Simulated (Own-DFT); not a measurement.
## Calculated data, Hf36O71 (tetragonal hafnia with one neutral oxygen vacancy, atoms displaced)

All values are calculated (Own-DFT development build). A calculation, not a measurement: plane-wave PBE and HSE06 DFT by an unreviewed code, no spin, of a simulated cell at Gamma alone, so results move with cell size and shape, stress positive in tension, energies less offsets, not probed for a lower state with spin; hafnium file: forces about 75 meV/angstrom off all-electron values; oxygen file: force components 24 meV/angstrom off all-electron in a glass; k mesh not checked against a denser one; forces and stress are PBE's, HSE06 gives the energy alone, and its difference from PBE has offsets of its own; offsets are fitted by least squares, one for each functional and potential file, so energies compare only between cells with the same atoms and settings and are not formation energies; the far tail of each file's local potential was reset to the Coulomb form; each entry is a single point on an unrelaxed cell, so the pressure reflects the starting lattice, taken from the Materials Project, from which strain is counted, and rises with the displacements; printed positions are rounded, which can move forces by about a meV/angstrom; the program is a retired in-house code; no spin-orbit coupling.

Settings shared by all entries: first functional PBE; second functional HSE06; exact exchange share 0.25; screening 0.11 1/bohr; exchange divergence Gygi-Baldereschi; potential files PseudoDojo norm-conserving, scalar-relativistic, made for PBE, standard set; wave cutoff 48 hartree; occupations fixed; k mesh 1 x 1 x 1 centred on Gamma.

(1) 
```cif
# cell vector a (Å): 10.7800 0.0000 0.0000
# cell vector b (Å): 0.0000 10.7800 0.0000
# cell vector c (Å): 0.0000 0.0000 10.4493
data_Hf36O71
_symmetry_space_group_name_H-M 'P 1'
_symmetry_Int_Tables_number 1
_cell_length_a 10.7800
_cell_length_b 10.7800
_cell_length_c 10.4493
_cell_angle_alpha 90.000
_cell_angle_beta 90.000
_cell_angle_gamma 90.000
_cell_volume 1214.30
loop_
_atom_site_label
_atom_site_type_symbol
_atom_site_fract_x
_atom_site_fract_y
_atom_site_fract_z
_atom_site_occupancy
Hf1 Hf 0.99260 0.00145 0.99577 1
Hf2 Hf 0.16478 0.16240 0.25296 1
O1 O 0.99537 0.15871 0.16377 1
O2 O 0.16849 0.00761 0.34797 1
O3 O 0.00497 0.17701 0.40965 1
O4 O 0.15710 0.99182 0.09596 1
Hf3 Hf 0.00081 0.99362 0.50637 1
Hf4 Hf 0.17020 0.16015 0.74131 1
O5 O 0.01516 0.17320 0.65146 1
O6 O 0.15889 0.99106 0.84735 1
O7 O 0.16506 0.00620 0.59944 1
Hf5 Hf 0.00873 0.33713 0.00059 1
Hf6 Hf 0.15864 0.50676 0.23681 1
O8 O 0.00746 0.50399 0.16771 1
O9 O 0.16108 0.32933 0.34153 1
O10 O 0.00200 0.49453 0.40289 1
O11 O 0.16989 0.32654 0.10383 1
Hf7 Hf 0.00004 0.33025 0.49131 1
Hf8 Hf 0.16771 0.49992 0.74976 1
O12 O 0.99940 0.50545 0.64955 1
O13 O 0.17796 0.32447 0.85818 1
O14 O 0.99282 0.50232 0.89957 1
O15 O 0.15897 0.33698 0.59840 1
Hf9 Hf 0.00245 0.66750 0.99276 1
Hf10 Hf 0.16420 0.83043 0.25373 1
O16 O 0.00572 0.83483 0.15020 1
O17 O 0.15409 0.66982 0.35635 1
O18 O 0.00478 0.83795 0.40717 1
O19 O 0.17552 0.65402 0.10234 1
Hf11 Hf 0.00448 0.67327 0.51069 1
Hf12 Hf 0.16456 0.83938 0.73679 1
O20 O 0.98651 0.84038 0.65174 1
O21 O 0.18215 0.66024 0.84875 1
O22 O 0.99049 0.83748 0.89653 1
O23 O 0.16660 0.66026 0.59192 1
Hf13 Hf 0.32468 0.99790 0.00218 1
Hf14 Hf 0.49175 0.16536 0.24427 1
O24 O 0.33234 0.16615 0.14974 1
O25 O 0.50901 0.00139 0.34487 1
O26 O 0.33064 0.16752 0.40899 1
O27 O 0.49671 0.99735 0.11623 1
Hf15 Hf 0.32397 0.99216 0.52060 1
Hf16 Hf 0.49849 0.17170 0.74479 1
O28 O 0.33335 0.18458 0.64498 1
O29 O 0.50700 0.98942 0.84522 1
O30 O 0.33347 0.16111 0.89954 1
O31 O 0.49612 0.00109 0.59690 1
Hf17 Hf 0.33526 0.33329 0.00691 1
Hf18 Hf 0.50637 0.49011 0.25991 1
O32 O 0.33506 0.49187 0.15440 1
O33 O 0.50317 0.34225 0.34903 1
O34 O 0.32675 0.50515 0.40233 1
O35 O 0.49941 0.34028 0.09783 1
Hf19 Hf 0.31907 0.32951 0.49425 1
Hf20 Hf 0.50190 0.50325 0.74125 1
O36 O 0.33684 0.48983 0.65097 1
O37 O 0.49724 0.32509 0.84639 1
O38 O 0.32969 0.49679 0.89670 1
O39 O 0.50462 0.33222 0.59427 1
Hf21 Hf 0.33661 0.66829 0.99332 1
Hf22 Hf 0.50660 0.82353 0.25420 1
O40 O 0.33294 0.83151 0.15765 1
O41 O 0.51832 0.67064 0.34876 1
O42 O 0.32649 0.84978 0.40420 1
O43 O 0.50648 0.66222 0.10943 1
Hf23 Hf 0.33802 0.66290 0.49089 1
Hf24 Hf 0.50071 0.82809 0.74344 1
O44 O 0.33058 0.84587 0.65593 1
O45 O 0.51461 0.67180 0.84504 1
O46 O 0.33885 0.83357 0.89323 1
O47 O 0.50429 0.66803 0.58577 1
Hf25 Hf 0.66823 0.00463 0.99394 1
Hf26 Hf 0.84611 0.16288 0.25562 1
O48 O 0.68439 0.15788 0.14275 1
O49 O 0.82558 0.99513 0.35273 1
O50 O 0.66921 0.17631 0.39466 1
O51 O 0.82936 0.98998 0.10283 1
Hf27 Hf 0.65438 0.99227 0.49493 1
Hf28 Hf 0.83020 0.16186 0.75363 1
O52 O 0.66712 0.17663 0.64426 1
O53 O 0.85007 0.01018 0.84265 1
O54 O 0.67558 0.16400 0.91021 1
O55 O 0.82177 0.99332 0.59190 1
Hf29 Hf 0.66476 0.33546 0.98901 1
Hf30 Hf 0.83697 0.50552 0.23438 1
O56 O 0.66829 0.49532 0.14513 1
O57 O 0.82213 0.32596 0.35491 1
O58 O 0.67210 0.49873 0.39129 1
O59 O 0.83609 0.33376 0.10090 1
Hf31 Hf 0.65465 0.32816 0.49494 1
Hf32 Hf 0.82197 0.49659 0.75050 1
O60 O 0.67440 0.50832 0.65048 1
O61 O 0.83733 0.32347 0.84974 1
O62 O 0.67010 0.49862 0.89301 1
O63 O 0.84264 0.33523 0.60806 1
Hf33 Hf 0.66521 0.66366 0.01315 1
Hf34 Hf 0.83281 0.82593 0.24676 1
O64 O 0.67730 0.84212 0.15613 1
O65 O 0.82824 0.65404 0.34979 1
O66 O 0.66905 0.83751 0.40241 1
O67 O 0.85532 0.66363 0.08315 1
Hf35 Hf 0.66143 0.66431 0.50508 1
Hf36 Hf 0.83989 0.85238 0.75032 1
O68 O 0.65936 0.84809 0.65651 1
O69 O 0.82874 0.67343 0.84332 1
O70 O 0.64589 0.83354 0.90925 1
O71 O 0.83789 0.67097 0.60748 1
_calc_PBE_energy_of_cell_above_offsets '-88.200'  # eV
_calc_HSE06_less_PBE_above_offsets '0.578'  # eV
_calc_PBE_pressure 4.5  # GPa
_calc_PBE_stress_xx -6.27  # GPa
_calc_PBE_stress_yy -3.35  # GPa
_calc_PBE_stress_zz -3.9  # GPa
_calc_PBE_stress_yz -0.02  # GPa
_calc_PBE_stress_xz 0.72  # GPa
_calc_PBE_stress_xy 0.24  # GPa
```

Force:
```
element  x (eV/Å)  y (eV/Å)  z (eV/Å)
     Hf      0.32      0.46     1.615
     Hf     0.061     1.279    -0.398
      O      2.88    -0.009    -2.278
      O    -0.715    -1.914     0.839
      O    -0.285    -5.144    -1.657
      O     1.302     0.726    -0.355
     Hf    -2.743      2.22    -1.832
     Hf     0.167     2.105     2.684
      O    -2.859    -1.548     0.812
      O     0.181     0.747    -0.627
      O    -1.298    -1.084     1.631
     Hf    -1.077     -1.49    -0.623
     Hf     5.273    -0.822     4.676
      O     -3.89    -0.433    -4.438
      O     1.247     0.727     0.588
      O     0.077       1.6    -0.268
      O    -1.036     0.543    -0.591
     Hf    -1.964     3.685     2.401
     Hf    -0.928    -1.714    -0.556
      O     0.603     0.722     1.393
      O    -1.515     0.912    -1.093
      O     0.941    -0.591     0.813
      O     1.547     0.251     0.037
     Hf     2.453      1.01    -2.074
     Hf     0.392     1.002     -0.15
      O    -0.668    -0.952     0.402
      O      1.07     0.045    -1.078
      O    -0.017    -0.235    -0.234
      O    -0.631     0.993    -1.099
     Hf    -2.442    -3.503    -1.642
     Hf    -0.206    -1.542     2.946
      O     4.486     0.281    -1.526
      O    -1.022     2.091    -0.555
      O       0.6    -1.037     0.067
      O     2.275     1.198     1.568
     Hf     1.417    -0.113     0.227
     Hf     3.167    -1.695     0.682
      O    -0.611    -0.101    -0.111
      O    -0.131    -0.214     0.544
      O     0.557    -0.835    -1.078
      O    -0.078     0.605    -2.638
     Hf     3.369     2.136    -3.858
     Hf     0.167    -1.792    -0.286
      O     0.105    -1.052     0.678
      O    -0.365     2.655    -0.417
      O     0.438    -0.828     0.359
      O    -0.945     0.422     0.443
     Hf    -1.061     0.075    -1.086
     Hf    -0.018     2.766    -2.678
      O     0.466     0.006      -0.2
      O    -0.986    -3.288     1.046
      O     0.798    -0.054    -0.243
      O     1.232     -0.87     0.157
     Hf     0.031     0.727     0.816
     Hf    -0.063    -1.154     1.226
      O     0.032     1.172    -0.256
      O     0.772     1.879     0.272
      O     1.292     0.576     0.762
      O    -2.362      0.78     1.063
     Hf    -0.104    -0.398     0.544
     Hf    -0.183      3.87    -1.619
      O    -0.035    -0.614    -0.337
      O    -1.543    -1.799     1.237
      O     0.567    -3.175     0.089
      O    -0.967     0.737    -0.976
     Hf    -1.907     0.459    -0.154
     Hf     0.701     2.068     2.497
      O    -0.431     -0.83    -0.974
      O    -1.265    -2.649    -0.052
      O    -0.693    -0.274     1.218
      O    -3.054    -0.114     2.347
     Hf    -1.896    -1.459     3.223
     Hf    -4.909     0.701     1.431
      O    -2.314      0.62     0.755
      O     1.348    -0.073     -0.59
      O    -1.502     -2.17     0.581
      O     1.822    -0.163    -1.787
     Hf     0.872     2.686    -0.721
     Hf     0.285     4.681    -3.137
      O    -0.343    -0.751     1.515
      O    -0.262    -1.164     2.253
      O    -0.358      0.89     -2.79
      O     2.049     0.783       1.1
     Hf     1.411     -0.78      2.22
     Hf    -1.215    -2.884     3.382
      O     0.143     0.861    -0.541
      O     1.697     1.326    -1.339
      O    -1.334     0.438     1.305
      O     0.962     0.938    -1.075
     Hf     4.506    -0.012    -0.944
     Hf     4.026     0.417     -0.05
      O    -3.314     0.166    -1.375
      O    -0.174     0.707     0.582
      O    -0.429     0.063     0.612
      O    -1.227    -0.064    -0.498
     Hf     0.844     1.007     -2.91
     Hf     1.342     1.707     1.535
      O    -1.859    -2.266    -0.448
      O     0.433     2.419     -1.02
      O     -0.22    -2.533    -0.046
      O    -4.721    -0.426     3.015
     Hf     5.194    -0.491    -2.227
     Hf    -3.716    -4.328     0.363
      O     1.272     -0.87    -0.661
      O      0.01     0.151     0.352
      O     1.912    -0.286      0.77
      O    -1.218     0.509    -1.471
```

(2) 
```cif
# cell vector a (Å): 10.7800 0.0000 0.0000
# cell vector b (Å): 0.0000 10.7800 0.0000
# cell vector c (Å): 0.0000 0.0000 10.4493
data_Hf36O71
_symmetry_space_group_name_H-M 'P 1'
_symmetry_Int_Tables_number 1
_cell_length_a 10.7800
_cell_length_b 10.7800
_cell_length_c 10.4493
_cell_angle_alpha 90.000
_cell_angle_beta 90.000
_cell_angle_gamma 90.000
_cell_volume 1214.30
loop_
_atom_site_label
_atom_site_type_symbol
_atom_site_fract_x
_atom_site_fract_y
_atom_site_fract_z
_atom_site_occupancy
Hf1 Hf 0.00879 0.00302 0.00422 1
Hf2 Hf 0.15996 0.17732 0.24827 1
O1 O 0.99930 0.16717 0.15334 1
O2 O 0.99322 0.16687 0.40216 1
O3 O 0.16601 0.99572 0.09862 1
Hf3 Hf 0.00293 0.00670 0.50608 1
Hf4 Hf 0.17759 0.16911 0.74968 1
O4 O 0.99407 0.17642 0.65605 1
O5 O 0.16587 0.99554 0.85164 1
O6 O 0.00759 0.16321 0.90545 1
O7 O 0.16867 0.99796 0.59361 1
Hf5 Hf 0.00442 0.33308 0.00131 1
Hf6 Hf 0.16781 0.49273 0.24601 1
O8 O 0.99077 0.50179 0.15198 1
O9 O 0.16529 0.33246 0.34759 1
O10 O 0.00215 0.49704 0.40536 1
O11 O 0.17030 0.33711 0.09626 1
Hf7 Hf 0.00958 0.34107 0.50775 1
Hf8 Hf 0.16619 0.49229 0.73936 1
O12 O 0.99771 0.49979 0.65217 1
O13 O 0.17047 0.32652 0.84461 1
O14 O 0.99954 0.49868 0.90452 1
O15 O 0.16654 0.33594 0.59319 1
Hf9 Hf 0.00017 0.66679 0.99976 1
Hf10 Hf 0.16778 0.82707 0.24643 1
O16 O 0.00433 0.83194 0.15400 1
O17 O 0.16943 0.66839 0.35221 1
O18 O 0.99945 0.83434 0.40048 1
O19 O 0.16942 0.67117 0.10544 1
Hf11 Hf 0.98761 0.66404 0.49926 1
Hf12 Hf 0.16821 0.84232 0.74114 1
O20 O 0.99358 0.83999 0.65759 1
O21 O 0.16439 0.66786 0.85298 1
O22 O 0.00335 0.83586 0.90283 1
O23 O 0.17215 0.66644 0.59989 1
Hf13 Hf 0.32763 0.99972 0.00653 1
Hf14 Hf 0.49265 0.17133 0.25529 1
O24 O 0.33459 0.15775 0.15859 1
O25 O 0.49662 0.99930 0.34155 1
O26 O 0.34148 0.17323 0.40875 1
O27 O 0.51141 0.00139 0.09491 1
Hf15 Hf 0.32723 0.00310 0.50724 1
Hf16 Hf 0.49825 0.17205 0.75053 1
O28 O 0.33837 0.16157 0.65496 1
O29 O 0.50403 0.00648 0.84805 1
O30 O 0.33250 0.16370 0.90211 1
O31 O 0.49820 0.00329 0.59933 1
Hf17 Hf 0.33647 0.34204 0.99462 1
Hf18 Hf 0.49455 0.50079 0.25098 1
O32 O 0.33903 0.49511 0.15107 1
O33 O 0.49559 0.33228 0.35175 1
O34 O 0.33756 0.50434 0.40080 1
O35 O 0.50239 0.34047 0.10281 1
Hf19 Hf 0.33625 0.33589 0.49389 1
Hf20 Hf 0.49912 0.50269 0.75284 1
O36 O 0.33339 0.50393 0.64949 1
O37 O 0.49291 0.33093 0.84856 1
O38 O 0.32490 0.49302 0.90673 1
O39 O 0.49530 0.33051 0.59439 1
Hf21 Hf 0.33454 0.67007 0.00386 1
Hf22 Hf 0.49719 0.83477 0.25457 1
O40 O 0.34228 0.83552 0.15076 1
O41 O 0.49891 0.66369 0.35466 1
O42 O 0.33026 0.82884 0.39216 1
O43 O 0.49454 0.66425 0.10218 1
Hf23 Hf 0.33808 0.66288 0.49827 1
Hf24 Hf 0.49325 0.82947 0.75219 1
O44 O 0.33326 0.83185 0.65748 1
O45 O 0.50196 0.66578 0.85330 1
O46 O 0.32925 0.82788 0.90166 1
O47 O 0.50503 0.66475 0.60093 1
Hf25 Hf 0.66836 0.00444 0.99047 1
Hf26 Hf 0.83503 0.15918 0.25434 1
O48 O 0.67105 0.16447 0.15280 1
O49 O 0.82409 0.99951 0.34499 1
O50 O 0.66940 0.17344 0.39600 1
O51 O 0.83347 0.99332 0.09027 1
Hf27 Hf 0.67099 0.99753 0.49771 1
Hf28 Hf 0.84688 0.16747 0.75060 1
O52 O 0.67250 0.17734 0.65308 1
O53 O 0.83237 0.00522 0.85723 1
O54 O 0.66382 0.17316 0.90640 1
O55 O 0.84097 0.99514 0.60342 1
Hf29 Hf 0.67663 0.32881 0.99920 1
Hf30 Hf 0.84042 0.50830 0.25828 1
O56 O 0.66266 0.50010 0.15368 1
O57 O 0.83286 0.33675 0.35266 1
O58 O 0.67151 0.49923 0.39804 1
O59 O 0.83438 0.33722 0.09341 1
Hf31 Hf 0.66556 0.33324 0.50579 1
Hf32 Hf 0.83574 0.50092 0.75012 1
O60 O 0.67237 0.49929 0.65434 1
O61 O 0.84045 0.34321 0.85531 1
O62 O 0.66556 0.50764 0.89827 1
O63 O 0.82849 0.33332 0.59395 1
Hf33 Hf 0.65955 0.67247 0.99356 1
Hf34 Hf 0.82154 0.83576 0.24913 1
O64 O 0.66442 0.84019 0.15391 1
O65 O 0.83934 0.66423 0.35124 1
O66 O 0.66321 0.83970 0.40117 1
O67 O 0.83205 0.66627 0.09658 1
Hf35 Hf 0.66814 0.67675 0.49542 1
Hf36 Hf 0.83186 0.83847 0.75037 1
O68 O 0.66365 0.82966 0.65296 1
O69 O 0.82588 0.66875 0.84348 1
O70 O 0.66494 0.83614 0.90482 1
O71 O 0.83252 0.65911 0.60489 1
_calc_PBE_energy_of_cell_above_offsets '-95.533'  # eV
_calc_HSE06_less_PBE_above_offsets '0.120'  # eV
_calc_PBE_pressure 2.72  # GPa
_calc_PBE_stress_xx -3.21  # GPa
_calc_PBE_stress_yy -2.04  # GPa
_calc_PBE_stress_zz -2.9  # GPa
_calc_PBE_stress_yz 0.14  # GPa
_calc_PBE_stress_xz -0.39  # GPa
_calc_PBE_stress_xy -0.1  # GPa
```

Force:
```
element  x (eV/Å)  y (eV/Å)  z (eV/Å)
     Hf    -2.344    -1.851    -0.597
     Hf     0.858    -2.651     0.151
      O     0.517      0.09     -0.35
      O      1.04     0.096     0.593
      O     0.715     0.289     1.099
     Hf    -0.551     -1.55    -1.956
     Hf    -0.764    -1.125     1.574
      O     3.877    -0.494    -1.421
      O     0.557     1.462    -0.806
      O    -0.182     1.068    -0.467
      O    -1.227     0.384     1.228
     Hf    -2.128     0.494    -0.375
     Hf    -0.252     2.533    -0.118
      O     3.181    -0.213    -0.014
      O     0.112     0.651     0.518
      O     0.335     0.917    -0.426
      O    -0.227    -0.001     0.651
     Hf    -4.824    -1.151    -1.803
     Hf     0.222     2.812     2.031
      O     1.076    -0.468     -0.64
      O    -0.271     0.977    -0.283
      O     0.691     0.113    -0.202
      O     2.016     -0.34     1.463
     Hf     0.122     0.876    -0.282
     Hf    -0.079      0.22     1.092
      O    -1.151    -0.023     0.177
      O    -0.344    -1.505     -0.83
      O     0.157     0.724     1.171
      O     0.078     -0.64    -0.321
     Hf     2.342     1.272     0.075
     Hf    -1.569    -3.084     2.305
      O      1.47    -0.433    -0.823
      O     0.037    -0.602    -1.113
      O    -0.528    -0.123      0.29
      O    -1.319    -0.058    -0.389
     Hf     2.646    -0.065     -0.33
     Hf     2.422    -0.733    -1.179
      O    -1.609     0.161    -0.361
      O     0.141     0.488     1.118
      O    -0.864    -1.388    -0.069
      O    -2.314    -0.053    -0.182
     Hf     3.012    -0.533    -2.677
     Hf     2.154    -1.228     0.177
      O    -1.752     0.188    -0.721
      O    -0.312    -1.172    -0.736
      O    -0.604     0.293     0.107
      O      0.77    -0.392    -0.808
     Hf     1.743    -2.577     1.685
     Hf     3.202    -0.687    -0.455
      O    -2.369     0.082    -0.027
      O    -0.411     1.057     0.083
      O    -0.721    -1.315    -0.433
      O    -0.574     -0.96     -0.84
     Hf     1.352      0.73     0.252
     Hf     1.807    -0.519    -0.445
      O     0.234    -0.489      0.34
      O    -0.164     1.401    -0.194
      O     0.333     2.893    -1.616
      O    -0.168     0.312     0.893
     Hf    -1.042    -0.283    -0.371
     Hf      0.16     0.155    -0.777
      O    -1.519     0.161    -0.707
      O      0.53      1.11    -0.022
      O      0.05     1.151     1.674
      O     0.695     0.306     -0.17
     Hf    -0.948     1.119     0.081
     Hf     1.323     1.491     0.534
      O     0.355     0.498    -1.394
      O    -0.835       0.1    -0.252
      O     0.689     1.242     0.021
      O    -0.467     0.168     0.152
     Hf    -0.366     0.507     1.587
     Hf    -1.881     2.778     -0.53
      O    -0.113     0.442     0.149
      O     0.113    -0.718     1.165
      O    -0.303    -1.533     1.225
      O     0.958     0.089     1.325
     Hf    -0.938     2.652     0.869
     Hf    -3.933     0.755     1.726
      O    -0.367    -0.853     0.492
      O     0.104    -0.101     -1.84
      O     0.144    -0.471      -1.3
      O    -1.722     0.694    -0.498
     Hf    -0.988     2.193     1.642
     Hf    -3.568    -3.233    -1.386
      O     0.752     0.515     0.439
      O      0.67    -0.427    -1.119
      O    -0.489     1.124      1.38
      O     1.266    -0.553     0.431
     Hf      0.86     0.469    -1.427
     Hf    -1.559     0.377     0.784
      O    -1.869    -0.379     0.069
      O    -0.109    -2.135    -0.914
      O    -0.452    -1.331     0.194
      O     2.348     0.344     0.971
     Hf     1.224    -1.657     1.624
     Hf      2.25     -0.17    -1.725
      O    -0.383    -1.074     0.228
      O    -0.343     2.359     1.116
      O      0.53     -1.16     -0.36
      O     -0.38     0.587    -0.003
     Hf    -0.587    -2.915     0.999
     Hf    -0.163    -0.182      1.51
      O     0.328     0.387    -0.481
      O     0.685     0.421     0.347
      O    -0.167    -0.118    -0.968
      O    -0.141      0.93    -1.276
```
